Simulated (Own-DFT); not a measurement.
# Stretching a layer in its plane: wurtzite GaN, 72 atoms (Ga36N36)

The numbers are computed, not measured, by runs of the plane-wave DFT program Own-DFT (in-house, retired, unreviewed) at fixed positions, with no spin and no spin-orbit coupling.

Settings: PBE; PseudoDojo norm-conserving scalar-relativistic files (stringent for Ga); cutoff 96 hartree; 4 x 4 x 3 k mesh centred on Gamma; Gaussian smearing of 0.01 eV.

Caveats: forces not confirmed at this smearing and k mesh; stress not checked against mesh or cutoff.

Unstrained cell vectors in Å: (9.567, 0.000, 0.000); (-4.784, 8.285, 0.000); (0.000, 0.000, 10.370). The unstrained cell has measured lattice constants (interpolated for alloys), not those of this functional. That, the random moves and any unrelaxed bonds set the pressure at no strain. Each run strains x and y alike by e, as a substrate would, and holds the height along z. Each coordinate of each atom was shifted by a normal deviate of width 0.05 Å. Stress is positive in tension.

| e (%) | u (Å) | (s_xx + s_yy)/2 (GPa) | s_zz (GPa) |
|---|---|---|---|
| -2.75 | 0.051 | -23.72 | -12.86 |
| -2.50 | 0.047 | -21.30 | -11.49 |
| -1.00 | 0.055 | -12.70 | -9.29 |
| -0.75 | 0.051 | -10.90 | -8.60 |
| -0.25 | 0.045 | -7.42 | -8.13 |
| 0.50 | 0.051 | ? | ? |
| 0.75 | 0.050 | -3.22 | -6.82 |
| 1.00 | 0.050 | -2.56 | -5.28 |
| 2.25 | 0.048 | 3.49 | -3.77 |
| 2.75 | 0.055 | 5.12 | -4.43 |

## Worked fit

With e as a fraction, the in-plane stress is -6.9 + 518 e - 3003 e² GPa (errors 9 and 519, scatter 0.48), and s_zz is -7.8 + 158 e GPa (slope ± 12, scatter 0.64). At e = 0 the first slope is C11 + C12 and the second 2 C13, both with the ions held to the strained lattice and at the cell's own pressure. The term in e² is negative: the layer stiffens under compression and softens under tension. A free layer would change its height as e changes, and the in-plane slope would drop by 2 C13²/C33 to the biaxial modulus. At fixed height, a misfit of 1 % moves the in-plane stress by about 5.2 GPa and s_zz by 1.6 GPa.

## The run left out

The question: what are the two stresses at e = 0.50 %?

The fitted form gives -4.3 and -7.0 GPa. DFT gave -3.73 and -7.34 GPa.
